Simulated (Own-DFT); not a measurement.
SiC (4H silicon carbide, atoms displaced), GaN (wurtzite, strained, atoms displaced), SiC (2H silicon carbide, atoms displaced), GaP (zincblende, atoms displaced) (calculated)

All values are calculated (Own-DFT development build). A calculation, not a measurement: plane-wave PBE density functional theory by an unreviewed code, no spin, of a simulated periodic cell, stress positive in tension, free energy of the whole cell less one offset for each atom, forces on such cells passed a denser k mesh, this cell's mesh not checked; offsets are fitted by least squares, one for each functional and potential file, so energies compare only between cells with the same atoms and settings and are not formation energies; the far tail of each file's local potential was reset to the Coulomb form; each entry is a single point on an unrelaxed cell, so the pressure reflects the starting lattice, mostly measured values (interpolated for alloys), from which strain is counted, and rises with the displacements; printed positions are rounded, which can move forces by about a meV/angstrom; the program, named Own-DFT, is a retired in-house code; no spin-orbit coupling.

Settings shared by all entries: functional PBE.

(1) SiC (4H silicon carbide, atoms displaced)

```
cell vectors (Å)
  12.3308     0.0000     0.0000
  -6.1654    10.6788     0.0000
   0.0000     0.0000    10.0681
atoms (fractions of the cell vectors)
Si  0.99457  0.99840  0.40623
Si  0.08467  0.17154  0.15619
C   0.00113  0.00355  0.09693
C   0.08392  0.16875  0.34799
Si  0.00350  0.24853  0.40592
Si  0.08430  0.41874  0.16214
C   0.00003  0.24724  0.09384
C   0.08637  0.41640  0.34593
Si  0.00095  0.50310  0.40675
Si  0.08298  0.66527  0.15977
C   0.00232  0.50086  0.09738
C   0.08596  0.66551  0.33984
Si  0.99753  0.74884  0.40598
Si  0.08633  0.92122  0.15697
C   0.00265  0.75283  0.09514
C   0.08012  0.91898  0.34796
Si  0.24670  0.99197  0.40521
Si  0.33253  0.16653  0.15658
C   0.25373  0.00294  0.09475
C   0.33293  0.16702  0.34492
Si  0.25351  0.25050  0.40825
Si  0.33491  0.41873  0.15640
C   0.25116  0.25277  0.09340
C   0.33454  0.41424  0.34346
Si  0.24993  0.49664  0.40427
Si  0.33064  0.66374  0.15511
C   0.25698  0.50713  0.09529
C   0.33742  0.67039  0.34376
Si  0.25397  0.75110  0.40259
Si  0.33393  0.91692  0.15531
C   0.24924  0.74869  0.09136
C   0.33073  0.91733  0.34780
Si  0.49893  0.99974  0.40560
Si  0.58401  0.16833  0.15428
C   0.50057  0.99783  0.09241
C   0.57944  0.16326  0.34497
Si  0.49624  0.25100  0.40517
Si  0.58587  0.41689  0.15741
C   0.50117  0.24888  0.09683
C   0.58727  0.41763  0.34356
Si  0.49926  0.50066  0.40653
Si  0.58530  0.66455  0.15646
C   0.49917  0.49981  0.09637
C   0.58235  0.66411  0.33805
Si  0.49887  0.74639  0.40701
Si  0.58247  0.91349  0.16044
C   0.50446  0.75126  0.09297
C   0.58605  0.92005  0.33939
Si  0.75078  0.00370  0.40549
Si  0.83432  0.16717  0.15958
C   0.75082  0.00128  0.09644
C   0.83499  0.16741  0.34175
Si  0.74915  0.24976  0.40587
Si  0.83684  0.42099  0.15149
C   0.74729  0.24686  0.09162
C   0.83159  0.41319  0.34344
Si  0.74816  0.49969  0.40552
Si  0.83651  0.66504  0.15833
C   0.75115  0.49796  0.09222
C   0.83475  0.66620  0.34243
Si  0.74520  0.74527  0.41059
Si  0.83331  0.91655  0.15491
C   0.74811  0.74916  0.09437
C   0.83065  0.91600  0.34248
Si  0.99963  0.00193  0.90679
Si  0.91906  0.83190  0.65048
C   0.00685  0.00308  0.59297
C   0.91230  0.83173  0.84029
Si  0.00038  0.74969  0.90633
Si  0.91787  0.58696  0.65502
C   0.99795  0.74978  0.59860
C   0.91687  0.58168  0.83694
Si  0.99591  0.49510  0.90426
Si  0.91454  0.33179  0.65975
C   0.99759  0.49900  0.59316
C   0.91367  0.33377  0.84020
Si  0.99964  0.24887  0.90381
Si  0.92071  0.08349  0.65750
C   0.00014  0.24683  0.59462
C   0.92514  0.08862  0.84397
Si  0.75334  0.00322  0.90612
Si  0.66387  0.83272  0.65733
C   0.75017  0.00013  0.59383
C   0.66480  0.83200  0.83969
Si  0.75266  0.75143  0.90721
Si  0.67121  0.58402  0.65471
C   0.74644  0.74903  0.59087
C   0.66705  0.58418  0.84255
Si  0.75039  0.50103  0.90427
Si  0.66419  0.33861  0.65850
C   0.74957  0.50108  0.58839
C   0.66634  0.33188  0.84227
Si  0.75014  0.25015  0.90462
Si  0.66468  0.08071  0.65832
C   0.74661  0.25275  0.59622
C   0.66870  0.08662  0.84952
Si  0.49862  0.99829  0.90363
Si  0.41349  0.83456  0.65258
C   0.49972  0.99785  0.58821
C   0.41797  0.83286  0.84007
Si  0.50268  0.75263  0.90176
Si  0.42188  0.59078  0.66269
C   0.50293  0.75325  0.59221
C   0.41285  0.58261  0.84638
Si  0.50193  0.50127  0.90602
Si  0.41900  0.33602  0.65734
C   0.50016  0.50387  0.59151
C   0.41855  0.33444  0.84752
Si  0.50115  0.24859  0.90537
Si  0.41970  0.08880  0.65557
C   0.50476  0.25230  0.59300
C   0.41765  0.07948  0.84497
Si  0.25035  0.00189  0.90980
Si  0.16844  0.83264  0.65997
C   0.25394  0.00597  0.59233
C   0.17030  0.83537  0.84644
Si  0.25674  0.75282  0.90805
Si  0.16585  0.58144  0.65795
C   0.25049  0.74983  0.59443
C   0.16740  0.58460  0.84037
Si  0.24800  0.49444  0.90740
Si  0.16179  0.33456  0.65694
C   0.25245  0.50048  0.59890
C   0.16420  0.33173  0.84368
Si  0.24842  0.24898  0.90837
Si  0.16830  0.08272  0.65126
C   0.25237  0.25241  0.58939
C   0.16577  0.08632  0.84680
```

| Quantity | Value |
| --- | --- |
| potential files | PseudoDojo norm-conserving, scalar-relativistic, standard set |
| wave cutoff | 42 hartree |
| occupations | Fermi-Dirac |
| smearing width | 0.1 eV |
| hardware | one NVIDIA H200 |
| k mesh | 3 x 3 x 3 centred on Gamma |
| free energy of cell above offsets | -19.649 eV |
| pressure | 3.59 GPa |
| stress xx | -2.96 GPa |
| stress yy | -2.9 GPa |
| stress zz | -4.92 GPa |
| stress yz | -0.18 GPa |
| stress xz | -0.06 GPa |
| stress xy | -0.16 GPa |
| wall time | 528.1 s |

Force:
```tsv
element	x (eV/Å)	y (eV/Å)	z (eV/Å)
Si	0.405	0.791	-0.062
Si	0.599	-0.772	0.728
C	0.271	-0.356	-0.624
C	0.9	-0.646	-0.901
Si	-1.302	0.473	0.398
Si	0.714	-0.593	-1.173
C	-0.838	1.5	-0.287
C	-0.839	0.068	0.33
Si	0.136	-1.302	-0.064
Si	0.112	0.737	-1.651
C	-0.198	-0.143	-1.152
C	-0.591	0.7	1.601
Si	0.78	0.394	0.092
Si	-0.34	-0.413	0.232
C	0.049	-0.367	-0.131
C	0.84	-0.883	-0.687
Si	-1.185	2.263	0.673
Si	0.333	0.77	0.321
C	-0.523	-0.465	0.193
C	-0.068	-0.897	-0.28
Si	-0.83	-0.338	-0.618
Si	0.119	-0.195	0.148
C	-0.05	-0.208	0.268
C	-0.337	0.445	-0.04
Si	0.416	0.977	1.142
Si	1.125	2.327	0.171
C	-0.961	-2.583	-0.391
C	-0.35	-1.32	-0.14
Si	-0.686	-0.302	0.924
Si	0.422	-0.098	0.237
C	0.036	0.232	0.928
C	1.205	-0.773	-1.313
Si	0.357	-0.004	-0.594
Si	0.25	-1.149	0.683
C	-0.364	0.159	0.14
C	0.122	0.938	-0.338
Si	1.442	-0.257	-0.026
Si	-0.508	-0.24	-0.328
C	-0.651	0.456	-0.859
C	-1.329	-0.164	0.184
Si	0.518	-0.202	-0.397
Si	-0.921	0.437	-0.777
C	0.965	-0.139	-0.727
C	-0.09	0.184	1.615
Si	0.64	1.301	-0.746
Si	0.114	0.641	-1.745
C	-0.741	-0.615	-0.216
C	-0.46	-0.941	2.004
Si	0.19	-0.704	-0.04
Si	-0.288	-0.14	-1.116
C	0.165	-0.273	-0.66
C	-0.009	0.493	1.176
Si	-0.227	-0.353	0.39
Si	-0.018	-1.869	1.169
C	0.768	1.271	0.154
C	0.039	1.218	-0.322
Si	1.163	-0.197	-0.49
Si	-0.903	0.562	-0.887
C	-0.329	0.915	-0.263
C	-0.613	-0.222	0.777
Si	0.254	0.941	-1.837
Si	-0.194	0.08	0.387
C	1.308	0.01	-0.204
C	0.006	-0.473	0.683
Si	0.721	-0.637	0.261
Si	-1.804	0.996	0.956
C	-1.37	-1.184	-0.109
C	1.266	0.764	0.404
Si	0.036	0.107	-0.258
Si	0.086	-1.431	-0.53
C	1.47	0.161	-1.522
C	-0.384	0.283	1.829
Si	0.828	1.596	0.186
Si	-0.344	-0.038	-1.882
C	0.418	0.361	0.122
C	0.988	-0.679	1.398
Si	-0.372	0.941	0.851
Si	-0.446	-0.476	-0.372
C	-1.024	0.666	-0.206
C	-1.576	-1.291	-0.19
Si	-0.099	-0.437	0.331
Si	0.846	0.651	-0.843
C	0.434	0.169	0.233
C	0.88	0.785	0.978
Si	-0.977	-0.469	-0.248
Si	-1.44	0.049	-0.098
C	0.857	0.355	0.955
C	0.264	0.042	0.193
Si	0.094	-0.29	-0.101
Si	1.575	-0.594	-0.741
C	0.445	0.363	1.055
C	-0.302	0.711	0.619
Si	-0.331	0.098	0.413
Si	-0.019	0.957	-0.257
C	0.71	-0.617	-0.208
C	-0.024	-1.103	-1.229
Si	0.928	-0.04	0.874
Si	1.019	-0.108	0.218
C	-0.464	0.646	1.314
C	0.079	0.4	0.096
Si	-0.35	-0.657	1.324
Si	-0.423	-1.4	-1.142
C	-0.892	-0.354	0.235
C	1.178	0.283	0.217
Si	-0.455	-0.012	0.375
Si	-0.431	-0.063	-0.24
C	0.685	-0.111	0.881
C	-0.284	-0.375	-0.478
Si	-0.223	0.001	0.606
Si	0.44	-1.074	-0.103
C	-1.493	0.268	0.013
C	-0.981	1.039	-0.404
Si	0.008	-0.024	-0.895
Si	-0.201	0.854	-0.477
C	0.427	-1.557	0.216
C	-0.379	-0.206	0.214
Si	-1.111	-0.93	-0.764
Si	-0.008	0.243	-0.788
C	-0.586	-0.438	-0.74
C	-0.031	-0.572	1.63
Si	-0.774	1.393	-0.248
Si	1.971	-0.11	-0.29
C	-0.326	0.335	-1.095
C	0.351	0.008	0.32
Si	0.25	0.626	-0.515
Si	0.12	1.336	1.07
C	-0.317	-0.063	1.669
C	0.844	-0.834	-0.745
```

(2) GaN (wurtzite, strained, atoms displaced)

```
cell vectors (Å)
  12.7560     0.0000     0.0000
  -4.7835     8.2853     0.0000
   0.0000     0.0000    10.6552
atoms (fractions of the cell vectors)
Ga  0.08196  0.22441  0.99691
Ga  0.16832  0.11397  0.25236
N   0.08258  0.21788  0.19080
N   0.17217  0.11122  0.43835
Ga  0.08017  0.21754  0.49870
Ga  0.16639  0.11115  0.74366
N   0.08284  0.22216  0.67972
N   0.16518  0.11586  0.93778
Ga  0.08360  0.55370  0.99888
Ga  0.17196  0.45595  0.23493
N   0.09020  0.56189  0.19394
N   0.16353  0.44538  0.44722
Ga  0.08688  0.54857  0.49919
Ga  0.17277  0.44645  0.74758
N   0.08944  0.55702  0.68571
N   0.16415  0.44370  0.93277
Ga  0.09457  0.89916  0.99503
Ga  0.17125  0.78443  0.25516
N   0.08554  0.89559  0.18966
N   0.16844  0.76893  0.44002
Ga  0.08359  0.88991  0.49570
Ga  0.16903  0.77694  0.74516
N   0.08697  0.89674  0.68249
N   0.16052  0.77694  0.93554
Ga  0.33203  0.21655  0.00599
Ga  0.41632  0.10351  0.24886
N   0.33232  0.21341  0.18753
N   0.41795  0.10420  0.43837
Ga  0.33815  0.22671  0.50134
Ga  0.41981  0.12379  0.74035
N   0.33288  0.22773  0.67475
N   0.42014  0.10888  0.93948
Ga  0.32955  0.55415  0.00515
Ga  0.41594  0.44072  0.24017
N   0.33416  0.55661  0.19081
N   0.41408  0.45075  0.43777
Ga  0.33897  0.55209  0.49204
Ga  0.41725  0.44564  0.74824
N   0.32837  0.54931  0.69013
N   0.41785  0.44112  0.94209
Ga  0.33152  0.89205  0.99942
Ga  0.41981  0.77494  0.25213
N   0.33573  0.89754  0.18682
N   0.41861  0.78166  0.44207
Ga  0.33279  0.88910  0.50000
Ga  0.41378  0.77127  0.75723
N   0.33705  0.89113  0.69394
N   0.41056  0.77575  0.94367
Ga  0.59129  0.22488  0.99345
Ga  0.66351  0.10235  0.24659
N   0.58810  0.22417  0.18676
N   0.66772  0.11320  0.43385
Ga  0.58834  0.22536  0.50293
Ga  0.66818  0.10773  0.75154
N   0.58257  0.21380  0.68865
N   0.66515  0.10389  0.93330
Ga  0.57979  0.55281  0.00226
Ga  0.66939  0.44895  0.25140
N   0.58351  0.55942  0.19787
N   0.67318  0.45685  0.44758
Ga  0.58224  0.55405  0.50005
Ga  0.66875  0.44052  0.74238
N   0.58517  0.56175  0.68383
N   0.66696  0.43925  0.93904
Ga  0.58406  0.88632  0.99979
Ga  0.66173  0.76810  0.24845
N   0.58265  0.89343  0.19228
N   0.66430  0.78089  0.44000
Ga  0.58049  0.88971  0.49406
Ga  0.66815  0.77145  0.75130
N   0.58600  0.88348  0.68911
N   0.66219  0.77053  0.93981
Ga  0.83317  0.21818  0.00195
Ga  0.91551  0.10866  0.24690
N   0.83429  0.22553  0.19055
N   0.91325  0.10689  0.43137
Ga  0.84354  0.22915  0.50469
Ga  0.91714  0.11785  0.74781
N   0.83235  0.21642  0.68372
N   0.91277  0.09890  0.93903
Ga  0.83100  0.55145  0.99608
Ga  0.91461  0.44742  0.25397
N   0.83211  0.54639  0.19252
N   0.92151  0.44299  0.43671
Ga  0.82933  0.55141  0.49676
Ga  0.91866  0.45400  0.75069
N   0.83161  0.55543  0.68782
N   0.91788  0.44719  0.93555
Ga  0.83167  0.89292  0.00133
Ga  0.91035  0.78369  0.25451
N   0.82780  0.88729  0.18601
N   0.91449  0.77365  0.43303
Ga  0.83273  0.88405  0.49779
Ga  0.91104  0.77391  0.75487
N   0.83425  0.89002  0.68500
N   0.91141  0.77732  0.94353
```

| Property | Result |
| --- | --- |
| potential files | PseudoDojo norm-conserving, scalar-relativistic, standard set with the stringent files for Ga |
| wave cutoff | 96 hartree |
| occupations | Gaussian |
| smearing width | 0.01 eV |
| k mesh | 3 x 4 x 3 centred on Gamma |
| free energy of cell above offsets | -6.360 eV |
| pressure | 1.83 GPa |
| stress xx | -4.76 GPa |
| stress yy | -5.11 GPa |
| stress zz | 4.36 GPa |
| stress yz | -0.11 GPa |
| stress xz | 0.27 GPa |
| stress xy | 0.49 GPa |

Force:
```tsv
element	x (eV/Å)	y (eV/Å)	z (eV/Å)
Ga	-0.007	-0.584	0.721
Ga	-0.025	-0.35	0.257
N	-0.146	1.232	-1.009
N	-0.651	0.239	-0.284
Ga	0.353	0.351	-0.774
Ga	-0.267	0.441	0.445
N	-0.106	0.034	1.31
N	0.803	0.303	-0.922
Ga	-0.605	0.707	0.469
Ga	-0.464	-2.328	2.518
N	-1.595	0.139	-1.463
N	2.785	-1.168	-2.005
Ga	-1.559	1.21	0.745
Ga	-1.567	-1.02	-0.088
N	-1.064	-0.335	0.369
N	0.373	-0.024	0.692
Ga	-2.15	-0.917	1.276
Ga	-0.547	-0.042	-0.279
N	-0.181	-0.81	-0.239
N	-0.894	1.023	-0.178
Ga	0.483	-0.524	0.251
Ga	-0.471	0.54	0.23
N	-0.217	-1.556	0.371
N	1.414	-0.291	-0.319
Ga	0.402	0.134	-0.976
Ga	0.71	1.827	0.657
N	-0.102	1.108	0.295
N	-0.303	1.581	-0.136
Ga	-0.069	-0.427	-1.918
Ga	-0.22	-1.657	1.41
N	0.434	0.022	2.344
N	-0.716	0.897	-0.864
Ga	0.541	0.017	-0.934
Ga	-0.12	-0.608	1.418
N	0.865	0.138	-0.787
N	3	-1.83	-1.526
Ga	-3.462	1.307	1.728
Ga	0.009	0.198	0.4
N	1.796	1.17	-0.69
N	-0.955	-0.113	-0.316
Ga	-0.047	-0.321	0.088
Ga	-1.175	0.999	0.356
N	0.545	-2.248	-0.27
N	-0.495	-1.03	-1.057
Ga	0.236	-0.507	0.979
Ga	0.51	0.684	-0.673
N	-0.153	0.261	-0.794
N	0.831	-0.25	-0.088
Ga	-0.968	-1.037	1.226
Ga	0.129	2.391	1.135
N	-0.693	0.082	-0.12
N	0.413	0.365	0.516
Ga	-0.009	-0.601	-0.769
Ga	0.08	-0.933	-0.653
N	0.276	1.208	-0.394
N	0.6	0.471	0.585
Ga	1.009	-0.207	0.098
Ga	0.125	-1.154	0.317
N	0.271	-1.825	-1.753
N	-1.492	-2.102	-1.549
Ga	-0.656	1.092	-0.055
Ga	-1.102	0.029	0.959
N	0.347	-1.804	0.473
N	-0.706	0.971	-0.963
Ga	-0.841	-0.256	0.225
Ga	-0.276	2.59	1.38
N	0.731	-2.038	-1.398
N	0.662	-0.755	-0.807
Ga	0.911	0.8	1.419
Ga	-0.417	1.257	-0.07
N	-0.875	0.085	0.018
N	0.269	0.355	-0.085
Ga	-0.117	0.397	0.061
Ga	-0.343	0.515	0.43
N	0.202	-0.443	-0.847
N	0.64	-0.076	0.593
Ga	-1.083	-1.217	-1.267
Ga	0.964	-1.128	0.256
N	-0.574	1.484	0.834
N	-0.313	2.432	-0.882
Ga	0.248	0.764	1.107
Ga	1.522	-0.547	0.016
N	-0.987	1.888	-0.957
N	-1.006	0.522	0.494
Ga	2.449	1.031	0.75
Ga	1.083	-0.816	-0.363
N	0.55	0.209	-0.544
N	0.146	-0.827	0.157
Ga	0.287	-1.928	0.328
Ga	1.723	-0.69	-1.417
N	-0.129	-0.023	0.022
N	0.238	0.25	0.816
Ga	-0.685	0.484	0.36
Ga	0.599	1.136	-0.114
N	0.128	-0.064	0.308
N	0.915	0.044	-0.618
```

(3) SiC (2H silicon carbide, atoms displaced)

```
cell vectors (Å)
   6.1654     0.0000     0.0000
  -3.0827     5.3394     0.0000
   0.0000     0.0000    10.0681
atoms (fractions of the cell vectors)
Si  0.99359  0.99633  0.00149
Si  0.19246  0.32899  0.24848
C   0.01742  0.02210  0.18425
C   0.17613  0.32241  0.43992
Si  0.97694  0.97769  0.48850
Si  0.14949  0.31273  0.76005
C   0.01638  0.99069  0.69767
C   0.17532  0.33766  0.92181
Si  0.99006  0.49762  0.98985
Si  0.19365  0.88933  0.23758
C   0.99170  0.53126  0.20877
C   0.16987  0.84466  0.41997
Si  0.00754  0.51004  0.47601
Si  0.17949  0.87180  0.73925
C   0.02492  0.50133  0.67565
C   0.15123  0.79848  0.92342
Si  0.50409  0.00150  0.00025
Si  0.67984  0.34787  0.25893
C   0.51696  0.01300  0.18266
C   0.67599  0.33391  0.44786
Si  0.51017  0.00199  0.50361
Si  0.66756  0.29114  0.75016
C   0.53408  0.00004  0.69225
C   0.66713  0.35231  0.93854
Si  0.48551  0.49786  0.99984
Si  0.69050  0.81455  0.22178
C   0.49658  0.50644  0.19327
C   0.68310  0.85077  0.43518
Si  0.51242  0.51914  0.48937
Si  0.65256  0.83021  0.73838
C   0.49882  0.49846  0.69101
C   0.66742  0.83255  0.93852
```

| Item | Value |
| --- | --- |
| potential files | PseudoDojo norm-conserving, scalar-relativistic, standard set |
| wave cutoff | 42 hartree |
| occupations | Fermi-Dirac |
| smearing width | 0.1 eV |
| hardware | one NVIDIA H100 |
| k mesh | 5 x 5 x 3 centred on Gamma |
| free energy of cell above offsets | 6.504 eV |
| pressure | 11.17 GPa |
| stress xx | -13.57 GPa |
| stress yy | -11.78 GPa |
| stress zz | -8.16 GPa |
| stress yz | -0.93 GPa |
| stress xz | -3.79 GPa |
| stress xy | 0.06 GPa |
| wall time | 123 s |

Force:
```tsv
element	x (eV/Å)	y (eV/Å)	z (eV/Å)
Si	1.638	0.137	-3.073
Si	-5.494	2.295	3.026
C	-1.025	-0.316	-2.107
C	-0.651	0.54	-1.886
Si	5.361	4.138	3.064
Si	1.311	2.757	-8.41
C	-9.003	3.159	-4.448
C	-1.412	-1.23	8.453
Si	0.845	-1.022	2.251
Si	2.853	-4.906	1.463
C	3.695	0.405	-3.767
C	0.895	0.427	2.558
Si	2.328	-0.55	2.923
Si	7.764	-8.176	2.81
C	-1.777	0.262	0.485
C	0.194	5.382	1.521
Si	-1.04	0.136	-1.277
Si	-0.487	-2.012	-0.32
C	0.889	0.265	0.57
C	-1.696	0.12	-1.954
Si	-1.171	0.339	-1.352
Si	-1.084	9.647	0.293
C	-6.569	-0.685	-3.998
C	0.05	-3.284	-0.545
Si	1.205	0.631	-1.187
Si	-3.692	5.097	3.922
C	2.301	-2.501	-2.801
C	-3.498	-2.775	-2.578
Si	-0.055	-2.274	3.286
Si	7.392	-4.955	3.859
C	0.655	-1.432	-1.051
C	-0.725	0.383	0.269
```

(4) GaP (zincblende, atoms displaced)

```
cell vectors (Å)
  10.9010     0.0000     0.0000
   0.0000    10.9010     0.0000
   0.0000     0.0000    10.9010
atoms (fractions of the cell vectors)
Ga  0.99320  0.00170  0.00546
Ga  0.00347  0.24240  0.23381
Ga  0.23882  0.01486  0.25740
Ga  0.23989  0.25415  0.99317
P   0.12468  0.13036  0.13422
P   0.12511  0.37963  0.36943
P   0.36882  0.12605  0.39284
P   0.37692  0.37119  0.12647
Ga  0.99622  0.00649  0.48219
Ga  0.98464  0.24478  0.75220
Ga  0.23613  0.00816  0.74856
Ga  0.25414  0.26235  0.48951
P   0.11994  0.12722  0.63450
P   0.13385  0.37395  0.85885
P   0.37690  0.13171  0.87227
P   0.38978  0.36911  0.62631
Ga  0.00704  0.48414  0.99091
Ga  0.99988  0.73280  0.25952
Ga  0.25096  0.50709  0.23293
Ga  0.22808  0.76376  0.02233
P   0.11350  0.61269  0.12127
P   0.12481  0.86831  0.37432
P   0.37401  0.62316  0.36376
P   0.38654  0.86430  0.13313
Ga  0.00896  0.48831  0.49840
Ga  0.99812  0.75575  0.74644
Ga  0.23846  0.50514  0.76651
Ga  0.25438  0.75563  0.50734
P   0.14666  0.62760  0.62614
P   0.11387  0.85868  0.87208
P   0.36765  0.61672  0.84993
P   0.37386  0.87370  0.62372
Ga  0.49664  0.99978  0.00150
Ga  0.49819  0.27044  0.26209
Ga  0.74880  0.99008  0.23378
Ga  0.75655  0.25663  0.98166
P   0.62000  0.12454  0.12020
P   0.62375  0.38713  0.38197
P   0.87572  0.13271  0.38638
P   0.86541  0.37523  0.12190
Ga  0.49869  0.98394  0.49759
Ga  0.49655  0.25034  0.75533
Ga  0.74630  0.00344  0.75821
Ga  0.74563  0.23924  0.48702
P   0.63341  0.12092  0.62373
P   0.60929  0.36864  0.87753
P   0.88303  0.13869  0.87442
P   0.86841  0.36953  0.61210
Ga  0.51091  0.49168  0.00067
Ga  0.51340  0.75639  0.25921
Ga  0.76066  0.49773  0.23593
Ga  0.74930  0.74400  0.01083
P   0.62424  0.63324  0.13327
P   0.63372  0.87767  0.39181
P   0.88551  0.60447  0.37983
P   0.87697  0.88278  0.11957
Ga  0.50952  0.48430  0.48915
Ga  0.51195  0.75567  0.75089
Ga  0.75410  0.52122  0.76637
Ga  0.75003  0.75421  0.49556
P   0.63181  0.61824  0.62593
P   0.63197  0.86176  0.87858
P   0.87981  0.61826  0.86741
P   0.85944  0.87498  0.62152
```

| Item | Value |
| --- | --- |
| potential files | PseudoDojo norm-conserving, scalar-relativistic, standard set |
| wave cutoff | 42 hartree |
| occupations | Fermi-Dirac |
| smearing width | 0.1 eV |
| hardware | one NVIDIA H100 |
| k mesh | 3 x 3 x 3 centred on Gamma |
| free energy of cell above offsets | -24.429 eV |
| pressure | 5.18 GPa |
| stress xx | -5.51 GPa |
| stress yy | -5.05 GPa |
| stress zz | -4.98 GPa |
| stress yz | -0.38 GPa |
| stress xz | 0.05 GPa |
| stress xy | 0.71 GPa |
| wall time | 583.8 s |

Force:
```tsv
element	x (eV/Å)	y (eV/Å)	z (eV/Å)
Ga	1.375	0.638	-1.304
Ga	-2.3	2.257	2.796
Ga	1.836	-1.608	0.682
Ga	1.35	-0.401	0.65
P	0.856	-1.352	-3.195
P	0.641	-0.662	-1.443
P	1.266	-0.639	-1.823
P	-0.663	0.511	-0.893
Ga	0.884	-1.375	2.426
Ga	1.943	2.206	-2.856
Ga	1.293	-1.242	0.814
Ga	-0.599	0.146	2.014
P	-0.64	0.69	-2.131
P	-2.722	-2.183	1.513
P	-1.253	-1.554	0.795
P	-1.826	1.01	-0.612
Ga	-0.874	0.385	-0.149
Ga	-0.102	0.798	-0.574
Ga	0.341	-0.759	1.069
Ga	1.407	-1.158	-0.9
P	-0.022	0.972	-0.214
P	-0.172	0.468	-0.138
P	0.524	0.313	1.107
P	-1.686	1.696	-0.468
Ga	0.321	0.474	1.673
Ga	-0.96	-1.317	-1.9
Ga	1.131	-0.314	-3.464
Ga	0.459	-0.666	-1.542
P	-2.808	-0.61	-0.155
P	1.111	2.9	1.407
P	2.998	2.518	3.913
P	0.406	0.698	1.444
Ga	-0.053	-0.512	-0.387
Ga	-0.103	-2.088	-0.174
Ga	-0.779	1.63	1.722
Ga	-1.599	-0.151	1.405
P	0.584	0.91	0.587
P	3.991	-2.842	-3.524
P	0.349	-0.73	-4.065
P	1.955	-1.536	-1.415
Ga	-0.509	1.934	1.187
Ga	0.729	-0.912	-1.599
Ga	0.463	-0.35	-0.185
Ga	-1.123	1.681	1.585
P	-1.521	0.09	0.328
P	2.815	0.693	-0.729
P	-1.486	-3.149	1.624
P	0.035	0.578	1.484
Ga	-1.997	1.754	0.525
Ga	-0.635	-0.388	1.012
Ga	-1.491	1.351	1.967
Ga	1.068	0.071	-0.942
P	0.366	-1.562	-0.485
P	-0.162	0.3	-3.091
P	-1.647	1.54	-0.309
P	0.171	-2.545	0.92
Ga	-3.413	3.608	3.475
Ga	-1.278	-1.351	-1.157
Ga	-2.55	-3.564	-2.75
Ga	0.845	-2.733	0.991
P	-0.682	0.752	-0.798
P	-0.184	1.762	0.686
P	2.305	2.083	3.056
P	2.02	0.838	0.518
```
